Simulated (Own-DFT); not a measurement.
## Calculated data, Hf36O71 (tetragonal hafnia with one neutral oxygen vacancy, atoms displaced)

Computed with Own-DFT development build. A calculation, not a measurement: plane-wave PBE and HSE06 DFT by an unreviewed code, no spin, of a simulated cell at Gamma alone, so results move with cell size and shape, stress positive in tension, energies less offsets, not probed for a lower state with spin; hafnium file: forces about 75 meV/angstrom off all-electron values; oxygen file: force components 24 meV/angstrom off all-electron in a glass; k mesh not checked against a denser one; forces and stress are PBE's, HSE06 gives the energy alone, and its difference from PBE has offsets of its own; offsets are fitted by least squares, one for each functional and potential file, so energies compare only between cells with the same atoms and settings and are not formation energies; the far tail of each file's local potential was reset to the Coulomb form; each entry is a single point on an unrelaxed cell, so the pressure reflects the starting lattice, taken from the Materials Project, from which strain is counted, and rises with the displacements; printed positions are rounded, which can move forces by about a meV/angstrom; the program is a retired in-house code; no spin-orbit coupling.

```yaml
- formula: Hf36O71
  kind: "tetragonal hafnia with one neutral oxygen vacancy, atoms displaced"
  structure:
    cell_angstrom: [[10.78, 0.0, 0.0], [0.0, 10.78, 0.0], [0.0, 0.0, 10.4493]]
    atoms_fractional:
      - [Hf, 8.0e-05, 0.0012, 0.99978]
      - [Hf, 0.16372, 0.16584, 0.24712]
      - [O, 0.00127, 0.16394, 0.15356]
      - [O, 0.16576, 0.99706, 0.34844]
      - [O, 0.0009, 0.17115, 0.39696]
      - [O, 0.16819, 0.9999, 0.09967]
      - [Hf, 0.00391, 0.9998, 0.503]
      - [Hf, 0.16509, 0.16631, 0.75306]
      - [O, 0.99812, 0.16586, 0.65042]
      - [O, 0.16692, 0.99962, 0.84976]
      - [O, 0.0, 0.16968, 0.90301]
      - [O, 0.16994, 0.99671, 0.59539]
      - [Hf, 0.99842, 0.33312, 0.99827]
      - [Hf, 0.16585, 0.50408, 0.24608]
      - [O, 0.00321, 0.49789, 0.14968]
      - [O, 0.16897, 0.33067, 0.34547]
      - [O, 0.99738, 0.50677, 0.39849]
      - [O, 0.16783, 0.33672, 0.08921]
      - [Hf, 0.99885, 0.32793, 0.50405]
      - [Hf, 0.1668, 0.50136, 0.75214]
      - [O, 0.00138, 0.50438, 0.64647]
      - [O, 0.17464, 0.33201, 0.84293]
      - [O, 0.99929, 0.50159, 0.90604]
      - [O, 0.16212, 0.33386, 0.59378]
      - [Hf, 0.00051, 0.6717, 0.99897]
      - [Hf, 0.164, 0.83215, 0.25438]
      - [O, 0.99594, 0.8338, 0.15221]
      - [O, 0.16609, 0.67035, 0.34716]
      - [O, 0.00319, 0.83462, 0.40666]
      - [O, 0.16899, 0.6714, 0.09686]
      - [Hf, 0.99874, 0.67047, 0.50084]
      - [Hf, 0.16628, 0.8338, 0.74517]
      - [O, 0.00158, 0.83728, 0.65775]
      - [O, 0.16432, 0.66998, 0.84911]
      - [O, 0.16114, 0.6651, 0.60189]
      - [Hf, 0.33126, 0.00161, 0.99766]
      - [Hf, 0.50132, 0.16269, 0.25136]
      - [O, 0.33633, 0.16095, 0.15047]
      - [O, 0.50175, 0.99697, 0.35133]
      - [O, 0.33449, 0.16442, 0.40166]
      - [O, 0.49879, 0.99729, 0.09798]
      - [Hf, 0.33529, 0.99879, 0.4971]
      - [Hf, 0.50386, 0.1693, 0.74743]
      - [O, 0.34082, 0.16666, 0.65228]
      - [O, 0.4989, 0.9976, 0.84648]
      - [O, 0.33058, 0.16634, 0.90126]
      - [O, 0.50335, 0.99834, 0.59547]
      - [Hf, 0.33365, 0.33785, 0.00088]
      - [Hf, 0.49862, 0.50088, 0.24629]
      - [O, 0.32949, 0.50292, 0.15128]
      - [O, 0.50124, 0.33538, 0.35113]
      - [O, 0.33346, 0.49985, 0.40211]
      - [O, 0.49687, 0.33332, 0.09765]
      - [Hf, 0.3384, 0.33512, 0.49375]
      - [Hf, 0.49978, 0.49958, 0.7469]
      - [O, 0.33503, 0.50237, 0.6517]
      - [O, 0.50002, 0.33176, 0.84198]
      - [O, 0.33451, 0.5026, 0.90101]
      - [O, 0.50105, 0.33119, 0.5934]
      - [Hf, 0.33414, 0.66596, 0.99638]
      - [Hf, 0.50145, 0.83348, 0.25301]
      - [O, 0.33162, 0.83281, 0.15208]
      - [O, 0.50199, 0.66332, 0.34992]
      - [O, 0.33129, 0.83554, 0.40267]
      - [O, 0.50056, 0.66417, 0.09463]
      - [Hf, 0.33409, 0.66161, 0.50175]
      - [Hf, 0.49358, 0.83283, 0.74965]
      - [O, 0.33802, 0.83627, 0.6547]
      - [O, 0.50167, 0.66537, 0.84373]
      - [O, 0.32748, 0.83686, 0.90126]
      - [O, 0.49878, 0.66417, 0.5968]
      - [Hf, 0.66714, 0.99809, 0.99512]
      - [Hf, 0.83477, 0.16462, 0.2488]
      - [O, 0.66845, 0.16863, 0.1548]
      - [O, 0.83534, 0.00326, 0.35102]
      - [O, 0.66749, 0.16635, 0.40082]
      - [O, 0.83269, 0.00296, 0.09865]
      - [Hf, 0.66335, 0.00542, 0.50027]
      - [Hf, 0.83273, 0.16555, 0.74896]
      - [O, 0.66981, 0.16698, 0.64819]
      - [O, 0.8293, 0.00276, 0.84482]
      - [O, 0.66058, 0.16755, 0.90006]
      - [O, 0.8323, 0.9989, 0.59508]
      - [Hf, 0.66791, 0.33319, 0.99744]
      - [Hf, 0.83132, 0.50249, 0.25295]
      - [O, 0.67064, 0.49767, 0.15413]
      - [O, 0.83588, 0.33622, 0.34777]
      - [O, 0.66623, 0.50297, 0.40769]
      - [O, 0.82938, 0.33418, 0.09958]
      - [Hf, 0.66496, 0.33027, 0.50274]
      - [Hf, 0.83058, 0.50195, 0.75025]
      - [O, 0.66889, 0.49928, 0.65204]
      - [O, 0.83275, 0.33284, 0.84982]
      - [O, 0.66321, 0.49801, 0.9073]
      - [O, 0.83103, 0.32868, 0.59723]
      - [Hf, 0.6666, 0.66345, 0.00036]
      - [Hf, 0.83654, 0.82844, 0.25029]
      - [O, 0.66595, 0.83365, 0.15232]
      - [O, 0.83404, 0.66656, 0.34799]
      - [O, 0.66907, 0.83071, 0.40967]
      - [O, 0.83475, 0.66877, 0.09157]
      - [Hf, 0.6656, 0.66353, 0.506]
      - [Hf, 0.83774, 0.83285, 0.74704]
      - [O, 0.66591, 0.83379, 0.64903]
      - [O, 0.84028, 0.66908, 0.84688]
      - [O, 0.66524, 0.82974, 0.90485]
      - [O, 0.83409, 0.66259, 0.59744]
  settings:
    first_functional: PBE
    second_functional: HSE06
    exact_exchange_share: 0.25
    "screening [1/bohr]": 0.11
    exchange_divergence: Gygi-Baldereschi
    potential_files: "PseudoDojo norm-conserving, scalar-relativistic, made for PBE, standard set"
    "wave_cutoff [hartree]": 48.0
    occupations: fixed
    k_mesh: "1 x 1 x 1 centred on Gamma"
  results:
    "PBE_energy_of_cell_above_offsets [eV]": "-100.888"
    "HSE06_less_PBE_above_offsets [eV]": "-0.138"
    "PBE_pressure [GPa]": 1.04
    "PBE_stress_xx [GPa]": -0.88
    "PBE_stress_yy [GPa]": -0.47
    "PBE_stress_zz [GPa]": -1.77
    "PBE_stress_yz [GPa]": -0.11
    "PBE_stress_xz [GPa]": -0.56
    "PBE_stress_xy [GPa]": 0.01
    force_element: [Hf, Hf, O, O, O, O, Hf, Hf, O, O, O, O, Hf, Hf, O, O, O, O, Hf, Hf, O, O, O, O, Hf, Hf, O, O, O, O, Hf, Hf, O, O, O, Hf, Hf, O, O, O, O, Hf, Hf, O, O, O, O, Hf, Hf, O, O, O, O, Hf, Hf, O, O, O, O, Hf, Hf, O, O, O, O, Hf, Hf, O, O, O, O, Hf, Hf, O, O, O, O, Hf, Hf, O, O, O, O, Hf, Hf, O, O, O, O, Hf, Hf, O, O, O, O, Hf, Hf, O, O, O, O, Hf, Hf, O, O, O, O]
    "force_x [eV/angstrom]": [0.22, 0.947, -0.206, -0.187, 0.224, -0.959, -0.998, 1.322, 0.429, -0.891, 0.184, -0.153, -0.526, -1.025, -0.661, 0.222, 0.428, -0.197, -0.262, -0.707, -0.6, -0.505, 0.289, 1.351, 0.353, 1.029, 0.845, 0.233, -0.302, -0.564, -0.01, 1.023, -0.279, -0.266, 1.391, 0.5, -0.145, -0.459, 0.056, 0.236, 0.599, 0.344, -0.564, -1.443, 0.158, 0.056, -0.807, -0.016, 0.502, 0.795, -0.26, -0.058, 0.573, -1.273, 0.056, -0.499, -0.102, -0.055, -0.081, -0.281, -0.299, 0.51, -0.473, 0.211, -0.084, -0.379, 2.174, -1.392, -0.28, 0.505, -0.233, -0.554, -0.203, -0.664, 0.174, -0.317, 0.176, 1.075, -0.04, -0.432, 0.467, 0.355, 0.619, -0.157, 1.272, -1.139, -0.319, 0.176, 0.961, 0.834, 1.494, -0.528, -0.129, 0.327, 0.355, -0.073, -1.599, 0.409, 0.028, -0.176, -0.173, 0.1, -1.916, 0.022, 0.005, 0.242, 0.043]
    "force_y [eV/angstrom]": [-0.47, -0.219, 0.326, 0.907, -1.097, 0.049, 0.942, 0.166, -0.197, -0.042, -0.642, 0.183, 0.981, -0.601, 0.172, 0.805, -0.651, -0.413, 1.475, -0.034, -0.543, 0.546, -0.399, -0.13, 0.088, 0.484, -0.043, -0.839, 0.098, -0.29, -1.927, 0.082, 0.024, -0.185, 0.524, 0.056, 0.28, 0.478, 0.37, 0.271, 0.164, 0.451, -1.105, 0.013, 0.481, 0.411, 0.261, -1.141, -0.149, -0.112, -0.221, 0.397, 0.363, -1.125, 0.13, -0.117, 0.811, -0.298, 0.326, 1.317, -0.205, -0.162, 0.409, -1.052, -0.263, 0.744, 0.459, -0.398, -0.101, -1.044, -0.194, -0.327, 0.431, -0.111, -0.883, 0.544, 0.003, -1.692, 0.422, 0.02, -0.675, -0.169, 0.068, -0.676, -1.057, 0.388, -0.332, -0.913, -0.202, 0.491, -0.093, -0.038, 0.17, 0.41, 0.273, 0.976, 1.229, -0.194, 0.519, 0.287, -0.102, 1.242, 0.45, -0.4, -0.29, 0.164, 0.442]
    "force_z [eV/angstrom]": [0.359, 0.529, -0.764, 0.049, 0.694, -0.441, -0.945, -0.611, 0.183, -0.394, -0.424, 0.567, 0.837, 0.811, 0.275, -0.574, 0.514, 0.52, -1.33, -0.695, 1.36, 0.052, -0.661, 0.346, -0.192, -1.136, -0.386, 0.378, -0.307, -0.086, -0.363, 1.121, -0.391, -0.173, -0.311, 0.724, -0.497, 0.43, -0.313, -0.05, -0.102, 0.378, 0.343, 0.068, -0.101, 0.162, 0.329, -0.569, 0.331, -0.197, -0.647, -0.245, -0.071, 0.306, 0.395, -0.142, 0.278, -0.256, 0.726, 0.657, -0.578, 0.59, -0.44, 0.267, 0.243, -0.356, 0.354, -0.896, 0.213, -0.174, 0.276, 0.748, 0.553, -0.306, -0.696, -0.065, -0.632, -0.213, -0.284, 0.196, 0.364, 0.013, 0.387, 1.014, 0.199, -0.03, -0.078, -0.402, -0.619, -1.325, -0.232, 0.516, -0.314, -0.968, 0.513, 0.172, 0.442, 0.506, -0.133, -0.725, 0.701, -0.714, 0.199, 1.217, -0.181, -0.14, 0.46]
```
